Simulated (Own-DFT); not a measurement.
# How much smaller does PBEsol make it? C11b WSi2, 30 atoms (Si20W10)

Calculated, not measured: single-point runs of Own-DFT, a retired in-house plane-wave DFT program that no person has reviewed, on unrelaxed cells, without spin or spin-orbit coupling.

Known weak points: forces on such cells failed a check on a denser k mesh; stress not checked against mesh or cutoff.

Each geometry was run with PBE and with PBEsol, otherwise alike: PseudoDojo norm-conserving scalar-relativistic files made for PBE; cutoff 50 hartree; 5 x 5 x 5 k mesh centred on Gamma; cold (Marzari-Vanderbilt) smearing of 0.2 eV. Unstrained cell vectors in Å: (-2.148, -5.953, 3.409); (-6.444, 2.976, 1.136); (-2.553, -2.948, -6.757). Each has a uniform strain, of which the change of volume is shown, and random moves of rms u per axis.

```
run,volume change (%),u (Å),P with PBE (GPa),P with PBEsol (GPa)
1,2.11,0.0481,1.12,-2.87
2,-3.90,0.0553,18.11,13.81
3,1.73,0.0521,2.66,-1.35
4,-1.06,0.0522,9.82,5.68
5,-1.76,0.0527,11.48,7.29
6,4.34,0.0464,-3.33,-7.21
7,-2.23,0.0453,11.81,7.62
8,-2.06,0.0520,12.14,7.92
9,4.71,0.0493,-3.38,-7.24
10,-3.03,0.0467,15.25,11.01
11,-3.67,0.0502,15.33,?
```

Asked: by how much does PBEsol shrink this cell, and what belongs in the blank?

## Solution

Write v for the change of volume as a fraction. Fitted to v and u², the PBE pressure has a slope of -244 ± 9 GPa in v, with the ions held to the strained lattice. The difference PBEsol less PBE is -4.10 + 5.0 v GPa (slope ± 0.1) and averages -4.10 GPa. Divided by the mean slope of the two, 242 GPa, that makes PBEsol's volume at a given pressure, near 6 GPa, about 1.7 % smaller, or 0.57 % in lengths. At one volume PBEsol's slope is the smaller by 5 GPa, but its pressure there is lower too. If stiffness rises by about 4 GPa for each GPa, PBEsol at equal pressure is stiffer by about 11 GPa. Files made for PBEsol would give a different shift.

For run 11 the line gives 11.05 GPa. Computed: 11.03 GPa.
